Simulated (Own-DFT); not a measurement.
# Response to strain: grey tin, 64 atoms (Sn64)

No measurement is shown. These are fixed-geometry runs of a retired plane-wave code named Own-DFT, which no person has reviewed; spin and spin-orbit coupling are neglected.

Settings: PBE; PseudoDojo norm-conserving scalar-relativistic files; cutoff 42 hartree; 3 x 3 x 3 k mesh centred on Gamma; cold (Marzari-Vanderbilt) smearing of 0.2 eV.

Known weak points: forces on such cells moved up to 12 meV/angstrom on a denser k mesh; stress not checked against mesh or cutoff.

Unstrained cell vectors in Å: (12.978, 0.000, 0.000); (0.000, 12.978, 0.000); (0.000, 0.000, 12.978). The unstrained cell has measured lattice constants (interpolated for alloys), not those of this functional. That, the random moves and any unrelaxed bonds set the pressure at no strain. Each run strains this cell uniformly, with the atoms carried along. Each atom got a random Gaussian move of width 0.05 Å along each axis. Strain is the symmetric tensor, in per cent. Stress is positive in tension, and the pressure is minus a third of its trace.

| run | e_xx (%) | e_yy (%) | e_zz (%) | e_yz (%) | e_xz (%) | e_xy (%) | s_xx (GPa) | s_yy (GPa) | s_zz (GPa) | s_yz (GPa) | s_xz (GPa) | s_xy (GPa) | P (GPa) | E (meV/atom) |
|---|---|---|---|---|---|---|---|---|---|---|---|---|---|---|
| 1 | 0.39 | 0.55 | 0.85 | 1.42 | -0.08 | -0.77 | -2.80 | -2.74 | -2.69 | 1.41 | 0.50 | -0.96 | 2.75 | 0.0 |
| 2 | 0.12 | -0.89 | -1.69 | 1.90 | -0.73 | 1.72 | -4.99 | -5.29 | -5.48 | 2.49 | -0.98 | 2.31 | 5.25 | 54.7 |
| 3 | -1.97 | 1.65 | -0.12 | -1.31 | -0.71 | -0.75 | -4.53 | -3.47 | -4.06 | -1.78 | -1.27 | -0.96 | 4.02 | 29.3 |
| 4 | -0.68 | -1.65 | 1.65 | -0.28 | 1.02 | 1.24 | -4.31 | -4.44 | -3.48 | -0.40 | 1.31 | 1.22 | 4.08 | 26.4 |
| 5 | -1.53 | -1.08 | -1.33 | 0.17 | -1.98 | 0.01 | -6.22 | -6.05 | -6.14 | 0.65 | -2.83 | 0.67 | 6.14 | 71.1 |
| 6 | -0.98 | 0.09 | 0.19 | 0.90 | 0.80 | 1.06 | -4.30 | -4.01 | -4.06 | 1.44 | 1.23 | 0.92 | 4.12 | 26.2 |
| 7 | -1.46 | 0.01 | -1.63 | 1.59 | 1.13 | 1.09 | -5.64 | -5.28 | -5.61 | 1.47 | 0.97 | 2.36 | 5.51 | 53.2 |
| 8 | -0.82 | -1.93 | -0.55 | 1.34 | 0.04 | 1.04 | -5.57 | -5.87 | -5.57 | 1.77 | 0.18 | 1.90 | 5.67 | 56.9 |
| 9 | 1.25 | -1.57 | -1.44 | 1.86 | 1.52 | 0.78 | -4.23 | -5.14 | -5.06 | 2.24 | 1.61 | 0.57 | 4.81 | 47.9 |
| 10 | 1.53 | -1.99 | -1.07 | 1.44 | -0.69 | 0.25 | -3.97 | -5.00 | -4.73 | 1.78 | -0.77 | -0.11 | 4.57 | 35.7 |
| 11 | -1.05 | 0.06 | -0.07 | -0.56 | 1.30 | 1.13 | -4.53 | -4.22 | -4.29 | -0.64 | 1.57 | 1.05 | 4.34 | 33.8 |
| 12 | 1.65 | -1.12 | -0.89 | -1.04 | 0.52 | -1.17 | -3.58 | -4.35 | -4.25 | -0.96 | 0.90 | -1.90 | 4.06 | 35.1 |
| 13 | 0.70 | -0.74 | -0.17 | -0.28 | 0.10 | 0.75 | -3.58 | -4.04 | -3.81 | -0.04 | 0.31 | 0.61 | 3.81 | 20.7 |
| 14 | 0.64 | -0.44 | -1.62 | -1.55 | 0.30 | 1.79 | -4.16 | -4.58 | -4.83 | -1.72 | 0.37 | 2.04 | 4.52 | 34.0 |
| 15 | -0.01 | -0.26 | 0.66 | 0.31 | 1.04 | 0.92 | -3.53 | -3.60 | -3.31 | 0.36 | 0.61 | 0.93 | 3.48 | 13.6 |
| 16 | -1.19 | -1.33 | 0.89 | 0.78 | 0.85 | -0.10 | ? | ? | ? | ? | ? | ? | ? | ? |

E is the free energy for each atom above the lowest run shown.

## What the rows give

Least squares on the runs shown: each stress against a constant and the strains, taken as fractions with shears doubled. Shear strains stay in the fit of a normal stress only where such slopes are resolved. The slopes, in GPa:

```
stress  at no strain  per e_xx  per e_yy  per e_zz  scatter
  s_xx          -3.7    78 ± 2    50 ± 2    49 ± 2     0.08
  s_yy          -3.7    47 ± 1    76 ± 1    53 ± 1     0.05
  s_zz          -3.7    49 ± 2    47 ± 2    79 ± 2     0.08
```

The slope of each shear stress on twice its own strain, from a fit on all six strains: yz 56 ± 3, xz 58 ± 6, xy 58 ± 6 GPa. These are stiffnesses along x, y and z of the frame in which the cell vectors are given, which need not be the crystal's axes. No internal relaxation is included, and where it is allowed it would reduce some of the slopes. The table should be nearly symmetric about its diagonal, and what it lacks of that shows the noise. A ninth of the table's sum, 59 ± 1 GPa, estimates the bulk modulus near the mean pressure of these runs, 4.5 GPa, so it lies above the value at zero pressure.

## Test on the hidden row

The question: what normal stresses and pressure should run 16 give?

The fit gives s_xx = -4.9, s_yy = -4.8, s_zz = -4.3 and P = 4.7 GPa. The hidden result is -4.82, -4.81, -4.23 and P = 4.62 GPa.
